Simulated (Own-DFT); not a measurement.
Hf$_{16}$O$_{31}$ (monoclinic hafnia with two neutral oxygen vacancies, atoms displaced) (calculated)

Computed with Own-DFT development build. A calculation, not a measurement: plane-wave PBE and HSE06 DFT by an unreviewed code, no spin, of a simulated cell at Gamma alone, so results move with cell size and shape, stress positive in tension, energies less offsets, not probed for a lower state with spin; hafnium file: forces about 75 meV/angstrom off all-electron values; oxygen file: force components 24 meV/angstrom off all-electron in a glass; k mesh not checked against a denser one; forces and stress are PBE's, HSE06 gives the energy alone, and its difference from PBE has offsets of its own; offsets are fitted by least squares, one for each functional and potential file, so energies compare only between cells with the same atoms and settings and are not formation energies; the far tail of each file's local potential was reset to the Coulomb form; each entry is a single point on an unrelaxed cell, so the pressure reflects the starting lattice, mostly measured values, from which strain is counted, and rises with the displacements; printed positions are rounded, which can move forces by about a meV/angstrom; the program is a retired in-house code; no spin-orbit coupling.

Common to all runs: first functional PBE; second functional HSE06; exact exchange share 0.25; screening 0.11 1/bohr; exchange divergence Gygi-Baldereschi; potential files PseudoDojo norm-conserving, scalar-relativistic, made for PBE, standard set; wave cutoff 48 hartree; occupations fixed; k mesh 1 x 1 x 1 centred on Gamma.

(1) 
```cif
# cell vector a (Å): 10.2340 0.0000 0.0000
# cell vector b (Å): 0.0000 10.3500 0.0000
# cell vector c (Å): -1.6955 0.0000 10.4453
data_Hf16O31
_symmetry_space_group_name_H-M 'P 1'
_symmetry_Int_Tables_number 1
_cell_length_a 10.2340
_cell_length_b 10.3500
_cell_length_c 10.5820
_cell_angle_alpha 90.000
_cell_angle_beta 99.220
_cell_angle_gamma 90.000
_cell_volume 1106.39
loop_
_atom_site_label
_atom_site_type_symbol
_atom_site_fract_x
_atom_site_fract_y
_atom_site_fract_z
_atom_site_occupancy
Hf1 Hf 0.14420 0.02205 0.10003 1
Hf2 Hf 0.35913 0.27115 0.14725 1
Hf3 Hf 0.35037 0.47843 0.38963 1
Hf4 Hf 0.13290 0.22276 0.35695 1
O1 O 0.03803 0.16533 0.17229 1
O2 O 0.46341 0.41648 0.08036 1
O3 O 0.46403 0.33296 0.33525 1
O4 O 0.04754 0.08254 0.42149 1
O5 O 0.22373 0.38377 0.24343 1
O6 O 0.27616 0.12394 0.00938 1
O7 O 0.27296 0.12243 0.25047 1
O8 O 0.23044 0.37133 0.49260 1
Hf5 Hf 0.12813 0.01986 0.60156 1
Hf6 Hf 0.36220 0.27272 0.65583 1
Hf7 Hf 0.36251 0.48268 0.89375 1
Hf8 Hf 0.13522 0.22948 0.85280 1
O9 O 0.03573 0.16051 0.67034 1
O10 O 0.45761 0.41285 0.57804 1
O11 O 0.45633 0.33510 0.82812 1
O12 O 0.04229 0.08573 0.92258 1
O13 O 0.22282 0.38589 0.73737 1
O14 O 0.27949 0.13392 0.50725 1
O15 O 0.26900 0.12404 0.76085 1
O16 O 0.21796 0.37335 0.99247 1
Hf9 Hf 0.13000 0.52221 0.09874 1
Hf10 Hf 0.36828 0.77305 0.14676 1
Hf11 Hf 0.35944 0.98071 0.38868 1
Hf12 Hf 0.13617 0.73348 0.35687 1
O17 O 0.04158 0.66283 0.17560 1
O18 O 0.46187 0.91457 0.07710 1
O19 O 0.45547 0.83667 0.32854 1
O20 O 0.03774 0.58625 0.42814 1
O21 O 0.22212 0.87563 0.24920 1
O22 O 0.27599 0.63243 0.01072 1
O23 O 0.27068 0.62462 0.25988 1
O24 O 0.23312 0.86680 0.48576 1
Hf13 Hf 0.13026 0.52431 0.59970 1
Hf14 Hf 0.35783 0.75831 0.63775 1
Hf15 Hf 0.36094 0.98121 0.88109 1
Hf16 Hf 0.12720 0.72439 0.84238 1
O25 O 0.03467 0.67483 0.67868 1
O26 O 0.45468 0.91635 0.57665 1
O27 O 0.46688 0.83609 0.83226 1
O28 O 0.04282 0.57173 0.92222 1
O29 O 0.21285 0.87812 0.73382 1
O30 O 0.26850 0.62658 0.50584 1
O31 O 0.27915 0.60903 0.76379 1
O32 O 0.23168 0.86956 0.99025 1
Hf17 Hf 0.64039 0.01263 0.10291 1
Hf18 Hf 0.86162 0.27105 0.15087 1
Hf19 Hf 0.86417 0.48252 0.40219 1
Hf20 Hf 0.64198 0.22703 0.35325 1
O33 O 0.54684 0.15445 0.16978 1
O34 O 0.96671 0.42154 0.07323 1
O35 O 0.95452 0.33674 0.32395 1
O36 O 0.53070 0.08774 0.41664 1
O37 O 0.78068 0.12315 0.01562 1
O38 O 0.77165 0.11851 0.25921 1
O39 O 0.71927 0.37781 0.48546 1
Hf21 Hf 0.64031 0.01169 0.59981 1
Hf22 Hf 0.87622 0.26646 0.65562 1
Hf23 Hf 0.86299 0.47187 0.89799 1
Hf24 Hf 0.64335 0.22853 0.85630 1
O40 O 0.53515 0.17218 0.66785 1
O41 O 0.96214 0.40935 0.58808 1
O42 O 0.96226 0.32569 0.82689 1
O43 O 0.53109 0.08504 0.92774 1
O44 O 0.72733 0.38103 0.74009 1
O45 O 0.78694 0.11895 0.50560 1
O46 O 0.77644 0.12578 0.76669 1
Hf25 Hf 0.63837 0.51840 0.11185 1
Hf26 Hf 0.86567 0.77577 0.14549 1
Hf27 Hf 0.86287 0.97282 0.40452 1
Hf28 Hf 0.63774 0.73139 0.35000 1
O47 O 0.53790 0.67165 0.16742 1
O48 O 0.96547 0.91693 0.07765 1
O49 O 0.96625 0.83539 0.33237 1
O50 O 0.52977 0.58783 0.42239 1
O51 O 0.71834 0.88816 0.24319 1
O52 O 0.77550 0.62551 0.01356 1
O53 O 0.77298 0.62354 0.25740 1
O54 O 0.72541 0.86844 0.49542 1
Hf29 Hf 0.63439 0.52061 0.59810 1
Hf30 Hf 0.86235 0.78042 0.64518 1
Hf31 Hf 0.86154 0.97901 0.88633 1
Hf32 Hf 0.63724 0.72861 0.85033 1
O55 O 0.53571 0.66939 0.67449 1
O56 O 0.95951 0.92231 0.57497 1
O57 O 0.96149 0.83653 0.81912 1
O58 O 0.53048 0.58665 0.92801 1
O59 O 0.72090 0.88186 0.73973 1
O60 O 0.77572 0.63847 0.50683 1
O61 O 0.77058 0.62145 0.76794 1
O62 O 0.72421 0.87114 0.98919 1
_calc_PBE_energy_of_cell_above_offsets '-86.704'  # eV
_calc_HSE06_less_PBE_above_offsets '0.688'  # eV
_calc_PBE_pressure 5.79  # GPa
_calc_PBE_stress_xx -5.91  # GPa
_calc_PBE_stress_yy -5.5  # GPa
_calc_PBE_stress_zz -5.94  # GPa
_calc_PBE_stress_yz -0.12  # GPa
_calc_PBE_stress_xz -0.73  # GPa
_calc_PBE_stress_xy 0.73  # GPa
```

Force:
```csv
element,x (eV/Å),y (eV/Å),z (eV/Å)
Hf,-0.04,-1.131,0.473
Hf,0.785,-0.089,-0.062
Hf,1.186,-0.247,0.548
Hf,2.388,2.55,-1.212
O,-0.612,0.459,0.25
O,0.489,-0.187,0.4
O,0.562,-0.465,-1.305
O,-2.896,-2.239,0.4
O,-0.24,-0.756,-0.701
O,0.567,1.22,-0.213
O,0.188,-0.13,1.001
O,-2.085,0.05,-0.382
Hf,4.494,-0.108,0.234
Hf,0.108,-0.23,-2.323
Hf,-0.709,-0.503,2.1
Hf,2.246,0.68,1.698
O,-0.36,0.445,0.455
O,1.748,1.702,0.08
O,1.851,-0.776,0.855
O,-1.632,-0.99,-0.641
O,-1.139,-0.929,0.158
O,-0.694,-0.638,0.326
O,0.163,-0.318,-0.594
O,0.599,-1.114,-0.531
Hf,3.249,0.128,1.499
Hf,-2.15,-0.534,-1.135
Hf,-0.678,0.909,1.21
Hf,1.95,-0.352,-1.321
O,-2.584,1.829,-0.013
O,0.914,0.661,-0.181
O,2.478,-1.304,0.057
O,-1.484,-0.571,-0.297
O,-0.332,1.095,-1.685
O,-0.072,-0.426,-0.238
O,0.563,-0.308,0.561
O,-1.506,0.171,0.771
Hf,1.798,-1.759,1.43
Hf,0.461,2.009,1.139
Hf,-0.365,-0.712,2.684
Hf,3.062,0.919,4.672
O,-0.617,-1.465,-3.001
O,1.781,0.264,0.421
O,-0.13,-0.6,-1.315
O,-1.069,1.061,-1.926
O,0.581,-0.489,-0.339
O,0.269,0.1,0.846
O,-0.953,2.792,-2.189
O,-1.061,0.386,-0.828
Hf,-0.751,1.106,-0.597
Hf,0.022,-0.612,-1.344
Hf,-1.302,-0.035,-1.22
Hf,-1.058,0.008,-0.318
O,-2.484,2.64,0.862
O,-2.001,-1.969,0.697
O,0.877,-0.237,1.192
O,0.942,-0.683,0.869
O,-0.037,0.891,-0.984
O,1.585,0.473,0.747
O,0.593,-0.463,-0.249
Hf,-3.012,2.484,-0.295
Hf,-3.879,-0.302,-1.72
Hf,-1.185,1.231,-0.326
Hf,-1.667,-0.194,0.182
O,1.155,-1.086,0.681
O,1.376,2.038,-1.346
O,0.381,0.221,0.802
O,0.805,0.734,-1.301
O,-0.238,-0.256,0.403
O,-0.983,1.132,1.346
O,0.437,-0.907,-0.821
Hf,-0.027,0.454,-1.251
Hf,-0.035,-1.054,-0.33
Hf,-0.864,2.176,-3.748
Hf,-1.235,-0.503,0.124
O,0.355,-0.165,0.935
O,0.167,-0.02,-0.602
O,-0.513,-0.365,-0.456
O,0.43,0.298,-0.117
O,0.993,-2.033,1.025
O,0.153,-0.006,0.03
O,0.194,-0.642,1.024
O,-0.387,0.311,-0.539
Hf,-0.832,-0.709,0.347
Hf,-1.653,-2.531,0.107
Hf,-0.383,1.024,3.102
Hf,-0.968,-0.605,2.029
O,-0.216,-0.355,-0.804
O,0.4,-0.741,1.125
O,0.163,0.202,0.697
O,1.031,0.066,-0.306
O,0.462,-0.019,-0.282
O,0.231,-0.602,0.592
O,1.12,0.08,-1.184
O,0.766,-0.531,-0.617
```

(2) 
```cif
# cell vector a (Å): 10.2340 0.0000 0.0000
# cell vector b (Å): 0.0000 10.3500 0.0000
# cell vector c (Å): -1.6955 0.0000 10.4453
data_Hf16O31
_symmetry_space_group_name_H-M 'P 1'
_symmetry_Int_Tables_number 1
_cell_length_a 10.2340
_cell_length_b 10.3500
_cell_length_c 10.5820
_cell_angle_alpha 90.000
_cell_angle_beta 99.220
_cell_angle_gamma 90.000
_cell_volume 1106.39
loop_
_atom_site_label
_atom_site_type_symbol
_atom_site_fract_x
_atom_site_fract_y
_atom_site_fract_z
_atom_site_occupancy
Hf1 Hf 0.14066 0.01346 0.11021 1
Hf2 Hf 0.35418 0.26182 0.14358 1
Hf3 Hf 0.35805 0.48364 0.38982 1
Hf4 Hf 0.14316 0.23060 0.35640 1
O1 O 0.04651 0.17541 0.17186 1
O2 O 0.46645 0.42347 0.07749 1
O3 O 0.45638 0.32057 0.32439 1
O4 O 0.03785 0.08101 0.41572 1
O5 O 0.21393 0.37613 0.24230 1
O6 O 0.27992 0.13243 0.00893 1
O7 O 0.27894 0.12156 0.26213 1
O8 O 0.22948 0.37338 0.49062 1
Hf5 Hf 0.14134 0.01545 0.59711 1
Hf6 Hf 0.36626 0.27306 0.64103 1
Hf7 Hf 0.34821 0.47792 0.89743 1
Hf8 Hf 0.14315 0.22654 0.85897 1
O9 O 0.03842 0.15928 0.67251 1
O10 O 0.46443 0.41764 0.57690 1
O11 O 0.46305 0.33371 0.81709 1
O12 O 0.03927 0.08448 0.92549 1
O13 O 0.22477 0.38489 0.73522 1
O14 O 0.26730 0.12192 0.51436 1
O15 O 0.27788 0.11884 0.75649 1
O16 O 0.22186 0.37385 0.99674 1
Hf9 Hf 0.13860 0.52370 0.09495 1
Hf10 Hf 0.36265 0.76804 0.14482 1
Hf11 Hf 0.36127 0.98188 0.40396 1
Hf12 Hf 0.14618 0.73630 0.35726 1
O17 O 0.04189 0.66718 0.17093 1
O18 O 0.46286 0.91541 0.07882 1
O19 O 0.45659 0.83953 0.32087 1
O20 O 0.04806 0.58749 0.42548 1
O21 O 0.22819 0.87640 0.23157 1
O22 O 0.27447 0.63332 0.01094 1
O23 O 0.28079 0.62616 0.26687 1
O24 O 0.22671 0.87313 0.49251 1
Hf13 Hf 0.14080 0.51333 0.59908 1
Hf14 Hf 0.35732 0.77377 0.64482 1
Hf15 Hf 0.35979 0.98118 0.89670 1
Hf16 Hf 0.14725 0.72584 0.85927 1
O25 O 0.03208 0.66133 0.67285 1
O26 O 0.46877 0.90979 0.57307 1
O27 O 0.46214 0.83473 0.83067 1
O28 O 0.03053 0.59357 0.91958 1
O29 O 0.22628 0.88755 0.73204 1
O30 O 0.27974 0.63202 0.51340 1
O31 O 0.27267 0.62361 0.76333 1
O32 O 0.23069 0.87207 0.98839 1
Hf17 Hf 0.63401 0.01506 0.10516 1
Hf18 Hf 0.85677 0.28203 0.14902 1
Hf19 Hf 0.86243 0.47972 0.39925 1
Hf20 Hf 0.63903 0.23231 0.35153 1
O33 O 0.53821 0.16126 0.18039 1
O34 O 0.96365 0.41173 0.07947 1
O35 O 0.95723 0.32129 0.32164 1
O36 O 0.53162 0.09464 0.42525 1
O37 O 0.71803 0.37957 0.23689 1
O38 O 0.78482 0.13388 0.02020 1
O39 O 0.77273 0.12832 0.25713 1
O40 O 0.72304 0.36791 0.48877 1
Hf21 Hf 0.63909 0.01864 0.59709 1
Hf22 Hf 0.86417 0.28398 0.64865 1
Hf23 Hf 0.85937 0.47917 0.89386 1
Hf24 Hf 0.63712 0.22946 0.85094 1
O41 O 0.53520 0.17346 0.67536 1
O42 O 0.96519 0.41140 0.58383 1
O43 O 0.97643 0.32996 0.83156 1
O44 O 0.53489 0.08879 0.92795 1
O45 O 0.73136 0.38202 0.74014 1
O46 O 0.77509 0.12735 0.50454 1
O47 O 0.77526 0.12033 0.75748 1
O48 O 0.72207 0.37587 0.98461 1
Hf25 Hf 0.63719 0.51296 0.11271 1
Hf26 Hf 0.86398 0.77472 0.14967 1
Hf27 Hf 0.86624 0.98029 0.39380 1
Hf28 Hf 0.63796 0.72367 0.34745 1
O49 O 0.53894 0.66775 0.16857 1
O50 O 0.96211 0.92033 0.07856 1
O51 O 0.95905 0.83333 0.32783 1
O52 O 0.54528 0.58721 0.42321 1
O53 O 0.71905 0.88301 0.24413 1
O54 O 0.78205 0.62187 0.01330 1
O55 O 0.78158 0.62311 0.26867 1
Hf29 Hf 0.64007 0.52041 0.59848 1
Hf30 Hf 0.86116 0.76642 0.64395 1
Hf31 Hf 0.86492 0.97619 0.88801 1
Hf32 Hf 0.63634 0.73225 0.85458 1
O56 O 0.53614 0.66401 0.67265 1
O57 O 0.95848 0.91718 0.58167 1
O58 O 0.96485 0.84357 0.81858 1
O59 O 0.54376 0.57196 0.92085 1
O60 O 0.72972 0.87968 0.74179 1
O61 O 0.77077 0.62574 0.76408 1
O62 O 0.72417 0.86729 0.99456 1
_calc_PBE_energy_of_cell_above_offsets '-87.616'  # eV
_calc_HSE06_less_PBE_above_offsets '0.767'  # eV
_calc_PBE_pressure 4.6  # GPa
_calc_PBE_stress_xx -3.86  # GPa
_calc_PBE_stress_yy -4.8  # GPa
_calc_PBE_stress_zz -5.14  # GPa
_calc_PBE_stress_yz 0.64  # GPa
_calc_PBE_stress_xz 0.24  # GPa
_calc_PBE_stress_xy -0.59  # GPa
```

Force:
```csv
element,x (eV/Å),y (eV/Å),z (eV/Å)
Hf,-1.707,2.476,-1.284
Hf,1.697,1.234,1.598
Hf,1.234,-1.587,0.84
Hf,-1.351,-0.54,-1.367
O,0.087,-0.974,-0.141
O,-2.014,-1.668,0.246
O,-0.537,2.102,0.583
O,-0.116,-0.381,-0.007
O,1.051,1.329,-0.441
O,-0.142,-0.856,0.066
O,0.057,-0.569,0.268
O,-0.471,-0.068,-0.564
Hf,-3.029,1.656,2.23
Hf,-0.48,-0.526,1.183
Hf,4.366,0.017,-0.855
Hf,-0.852,-1.37,-1.884
O,-0.465,0.95,0.13
O,0.636,0.698,-1.107
O,-0.806,0.814,1.332
O,0.229,-0.391,0.004
O,-0.089,-0.835,0.99
O,1.897,1.363,-0.955
O,0.173,0.513,0.73
O,0.311,-0.249,-0.855
Hf,-2.342,-0.746,2.115
Hf,1.096,1.266,0.327
Hf,1.815,0.39,-1.716
Hf,-1.275,-1.036,-0.966
O,-0.322,0.564,0.397
O,-0.039,-0.028,-0.185
O,1.066,-0.63,0.824
O,-1.769,-1.003,-0.722
O,-1.172,-0.155,1.422
O,0.237,-0.986,-0.26
O,0.111,-0.349,-0.729
O,-0.176,-0.682,-0.987
Hf,-0.377,2.044,1.237
Hf,1.704,-0.895,1.12
Hf,0.974,0.564,-0.815
Hf,-2.195,1.78,-2.126
O,0.525,-0.328,-0.048
O,0.131,0.349,0.227
O,0.013,-0.183,-0.405
O,0.401,-0.765,0.62
O,-0.078,-1.641,1.144
O,0.241,-0.196,-0.341
O,0.434,-0.109,-0.055
O,-0.832,-0.308,-0.137
Hf,1.405,1.815,-0.048
Hf,0.818,-3.62,-1.988
Hf,0.806,0.159,-0.468
Hf,-0.053,-1.506,0.233
O,-1.442,0.449,-1.241
O,1.489,2.044,-1.065
O,0.223,1.892,2.808
O,-0.778,-1.308,0.734
O,0.127,0.193,1.426
O,-0.825,-0.549,-1.263
O,0.318,-0.979,0.795
O,0.411,1.106,0.039
Hf,0.745,1.145,0.918
Hf,-0.202,-5.071,0.777
Hf,-0.341,0.279,0.88
Hf,0.219,-0.324,1.203
O,0.78,-1.501,-1.122
O,1.789,2.322,-1.892
O,-1.223,1.265,-0.234
O,-0.168,-0.337,-0.323
O,-0.206,0.175,-0.173
O,-0.068,0.015,0.554
O,-0.23,0.147,0.113
O,-0.156,-0.343,0.324
Hf,0.49,1.948,-3.449
Hf,-0.126,-0.92,-1.195
Hf,-1.516,1.124,0.447
Hf,0.12,2.328,0.855
O,-0.432,0.112,0.132
O,0.571,-0.36,0.251
O,1.753,-0.898,0.101
O,-1.515,-1.339,-0.452
O,0.494,-0.546,0.154
O,-0.04,0.808,0.676
O,0.103,-0.612,0.325
Hf,-0.75,1.051,1.61
Hf,0.369,0.288,0.3
Hf,-0.554,1.818,1.472
Hf,-0.387,-1.693,0.461
O,-0.724,0.572,-0.255
O,0.171,-0.016,-1.184
O,1.805,-1.566,0.632
O,-1.137,0.808,-0.244
O,-1.062,-0.072,-1.098
O,0.944,-0.584,-0.836
O,0.131,0.226,-0.377
```

(3) 
```cif
# cell vector a (Å): 10.2340 0.0000 0.0000
# cell vector b (Å): 0.0000 10.3500 0.0000
# cell vector c (Å): -1.6955 0.0000 10.4453
data_Hf16O31
_symmetry_space_group_name_H-M 'P 1'
_symmetry_Int_Tables_number 1
_cell_length_a 10.2340
_cell_length_b 10.3500
_cell_length_c 10.5820
_cell_angle_alpha 90.000
_cell_angle_beta 99.220
_cell_angle_gamma 90.000
_cell_volume 1106.39
loop_
_atom_site_label
_atom_site_type_symbol
_atom_site_fract_x
_atom_site_fract_y
_atom_site_fract_z
_atom_site_occupancy
Hf1 Hf 0.13630 0.01490 0.10544 1
Hf2 Hf 0.36236 0.27844 0.14071 1
Hf3 Hf 0.35068 0.48278 0.39310 1
Hf4 Hf 0.13519 0.23842 0.34864 1
O1 O 0.04120 0.15618 0.17026 1
O2 O 0.45715 0.42171 0.08001 1
O3 O 0.45982 0.33519 0.32558 1
O4 O 0.03587 0.07990 0.42502 1
O5 O 0.22554 0.37901 0.24323 1
O6 O 0.27938 0.12938 0.01303 1
O7 O 0.27527 0.11485 0.25914 1
O8 O 0.22469 0.37705 0.48865 1
Hf5 Hf 0.13490 0.01671 0.60946 1
Hf6 Hf 0.35940 0.26663 0.64933 1
Hf7 Hf 0.36321 0.47940 0.89518 1
Hf8 Hf 0.13642 0.23801 0.86334 1
O9 O 0.04143 0.16975 0.67269 1
O10 O 0.46016 0.41261 0.57972 1
O11 O 0.46480 0.33802 0.82935 1
O12 O 0.04500 0.07705 0.92190 1
O13 O 0.22684 0.37496 0.74364 1
O14 O 0.27583 0.13376 0.51254 1
O15 O 0.27010 0.11659 0.75758 1
O16 O 0.22537 0.37107 0.98284 1
Hf9 Hf 0.14587 0.52082 0.10534 1
Hf10 Hf 0.36024 0.77338 0.14372 1
Hf11 Hf 0.35066 0.97948 0.39552 1
Hf12 Hf 0.13789 0.73249 0.35041 1
O17 O 0.03652 0.67436 0.16432 1
O18 O 0.46356 0.91083 0.07078 1
O19 O 0.47455 0.83696 0.33687 1
O20 O 0.04025 0.58073 0.42199 1
O21 O 0.21874 0.87728 0.24023 1
O22 O 0.26336 0.62814 0.01512 1
O23 O 0.27951 0.63005 0.25802 1
O24 O 0.22715 0.87516 0.48607 1
Hf13 Hf 0.14061 0.52313 0.60554 1
Hf14 Hf 0.35928 0.77144 0.65296 1
Hf15 Hf 0.35839 0.97447 0.90040 1
Hf16 Hf 0.14050 0.73552 0.85711 1
O25 O 0.03143 0.68362 0.67734 1
O26 O 0.45973 0.91481 0.57811 1
O27 O 0.46508 0.83311 0.83993 1
O28 O 0.04036 0.58386 0.91973 1
O29 O 0.22820 0.87150 0.73987 1
O30 O 0.27558 0.62824 0.51626 1
O31 O 0.27144 0.62368 0.75654 1
O32 O 0.22405 0.87136 0.99048 1
Hf17 Hf 0.63707 0.01537 0.10722 1
Hf18 Hf 0.85891 0.25681 0.14406 1
Hf19 Hf 0.85770 0.48323 0.39520 1
Hf20 Hf 0.63497 0.22620 0.35384 1
O33 O 0.53895 0.16480 0.17248 1
O34 O 0.96142 0.41434 0.07745 1
O35 O 0.95754 0.33293 0.33491 1
O36 O 0.53177 0.07664 0.42398 1
O37 O 0.72381 0.37491 0.23401 1
O38 O 0.78645 0.14112 0.00883 1
O39 O 0.77748 0.12701 0.25983 1
O40 O 0.71964 0.36790 0.49686 1
Hf21 Hf 0.63616 0.01978 0.59775 1
Hf22 Hf 0.86424 0.27202 0.64005 1
Hf23 Hf 0.86419 0.47423 0.89985 1
Hf24 Hf 0.63321 0.22995 0.85720 1
O41 O 0.53070 0.15978 0.67988 1
O42 O 0.96925 0.42464 0.57672 1
O43 O 0.95364 0.33296 0.82721 1
O44 O 0.53746 0.08482 0.92203 1
O45 O 0.72305 0.36851 0.73870 1
O46 O 0.77810 0.12739 0.50801 1
O47 O 0.76853 0.12610 0.75884 1
O48 O 0.72907 0.37568 0.99454 1
Hf25 Hf 0.62438 0.52562 0.10402 1
Hf26 Hf 0.86404 0.77542 0.15147 1
Hf27 Hf 0.86106 0.98144 0.39874 1
Hf28 Hf 0.63841 0.73275 0.35869 1
O49 O 0.53415 0.66843 0.16872 1
O50 O 0.96715 0.91440 0.06113 1
O51 O 0.95768 0.84341 0.32601 1
O52 O 0.53825 0.58027 0.42453 1
O53 O 0.72323 0.88584 0.23680 1
O54 O 0.71814 0.86604 0.49328 1
Hf29 Hf 0.63382 0.51353 0.59452 1
Hf30 Hf 0.86471 0.77116 0.64765 1
Hf31 Hf 0.86372 0.98595 0.89376 1
Hf32 Hf 0.63725 0.72456 0.85035 1
O55 O 0.53758 0.67199 0.67938 1
O56 O 0.97164 0.92336 0.57732 1
O57 O 0.96326 0.84036 0.83116 1
O58 O 0.53056 0.57324 0.91041 1
O59 O 0.72171 0.89129 0.73785 1
O60 O 0.78658 0.62538 0.50561 1
O61 O 0.78012 0.61497 0.76038 1
O62 O 0.73143 0.87489 0.99629 1
_calc_PBE_stress_zz ?
```

To be estimated
1. What PBE stress zz does the calculation give for Hf$_{16}$O$_{31}$ (monoclinic hafnia with two neutral oxygen vacancies, atoms displaced) (entry 3)?
2. Give the table of force values for Hf$_{16}$O$_{31}$ (monoclinic hafnia with two neutral oxygen vacancies, atoms displaced) (entry 3).

Calculated values
1. -4.87 GPa
2. 
Force:
```csv
element,x (eV/Å),y (eV/Å),z (eV/Å)
Hf,0.798,0.674,-0.745
Hf,0.143,-3.019,1.339
Hf,1.959,-0.41,1.395
Hf,-0.679,-2.083,1.497
O,-1.629,2.008,0.746
O,-0.15,0.298,-0.473
O,0.363,-0.004,0.102
O,0.321,0.851,-0.735
O,-0.338,0.525,-1.025
O,0.009,0.364,0.126
O,0.031,0.897,0.137
O,-0.694,-0.171,-0.094
Hf,1.738,2.157,-0.629
Hf,0.377,-0.628,-0.143
Hf,-0.598,0.034,-1.516
Hf,-0.409,-2.572,-2.36
O,-1.116,0.698,0.093
O,0.588,0.797,-0.546
O,-0.162,-0.437,0.193
O,-0.158,0.952,-0.486
O,-0.539,0.834,-0.482
O,-0.249,-0.242,-0.74
O,0.406,0.003,1.362
O,-0.437,0.949,2.08
Hf,-3.3,0.166,-0.693
Hf,0.512,-0.197,0.915
Hf,1.717,0.674,0.533
Hf,-0.86,-0.08,0.747
O,0.241,-0.545,0.825
O,0.502,0.376,1.398
O,-1.629,0.145,-1.571
O,-0.097,0.797,-0.779
O,0.626,-0.542,-0.096
O,2.399,0.956,-0.477
O,-0.371,-1.027,0.782
O,-1.482,-1.275,0.369
Hf,-0.746,-0.077,0.281
Hf,1.966,0.109,-1.141
Hf,0.865,2.164,-1.479
Hf,-1.844,-0.968,-0.394
O,1.998,-1.954,-0.825
O,0.207,0.086,0.402
O,0.184,-0.744,-0.721
O,-0.671,-0.567,0.245
O,-0.869,0.937,0.491
O,0.412,0.573,-0.977
O,-0.006,-0.707,1.196
O,0.161,-0.283,0.3
Hf,-0.018,0.857,-1.655
Hf,0.662,3.659,0.901
Hf,0.406,-0.52,-0.846
Hf,-0.433,0.417,-0.189
O,-0.92,0.603,-0.036
O,1.735,0.243,0.641
O,1.456,-0.931,-0.344
O,0.543,1.239,-0.861
O,-0.736,1.084,0.896
O,-1.155,-2.381,-0.995
O,-0.18,-1.214,0.432
O,0.598,0.045,-1.345
Hf,-1.12,0.393,1.861
Hf,-0.289,-0.316,1.358
Hf,-0.821,0.878,-0.109
Hf,1.348,0.445,-0.836
O,-0.409,0.35,-0.589
O,-0.884,-0.604,0.44
O,2.021,-1.168,-0.078
O,-0.679,-0.96,0.985
O,-0.356,1.272,-0.487
O,-0.328,0.144,-0.066
O,1.009,-0.164,-0.198
O,-0.992,-0.079,-0.551
Hf,3.475,-1.096,0.067
Hf,-0.624,0.133,-1.932
Hf,0.165,1.259,0.286
Hf,0.124,-0.944,-0.408
O,-0.952,1.105,0.542
O,-0.127,-0.62,2.148
O,1.779,-1.815,-0.147
O,-0.537,0.247,-0.71
O,-0.181,-0.984,1.272
O,1.23,0.407,-0.212
Hf,-0.224,0.155,2.435
Hf,-1.469,0.666,0.633
Hf,-0.864,0.011,-0.813
Hf,0.563,1.025,0.902
O,-0.094,-0.901,-1.277
O,-2.64,-1.872,0.114
O,0.579,-0.843,-0.858
O,0.989,1.14,0.941
O,0.398,-1.653,0.577
O,-0.88,0.651,0.265
O,-0.344,0.713,-0.003
O,-0.312,-0.565,-0.576
```

Further results for Hf$_{16}$O$_{31}$ (monoclinic hafnia with two neutral oxygen vacancies, atoms displaced) (entry 3):

- PBE energy of cell above offsets: -87.818 eV
- HSE06 less PBE above offsets: 0.661 eV
- PBE pressure: 4.96 GPa
- PBE stress xx: -4.98 GPa
- PBE stress yy: -5.03 GPa
- PBE stress yz: -0.36 GPa
- PBE stress xz: 0.06 GPa
- PBE stress xy: -0.17 GPa
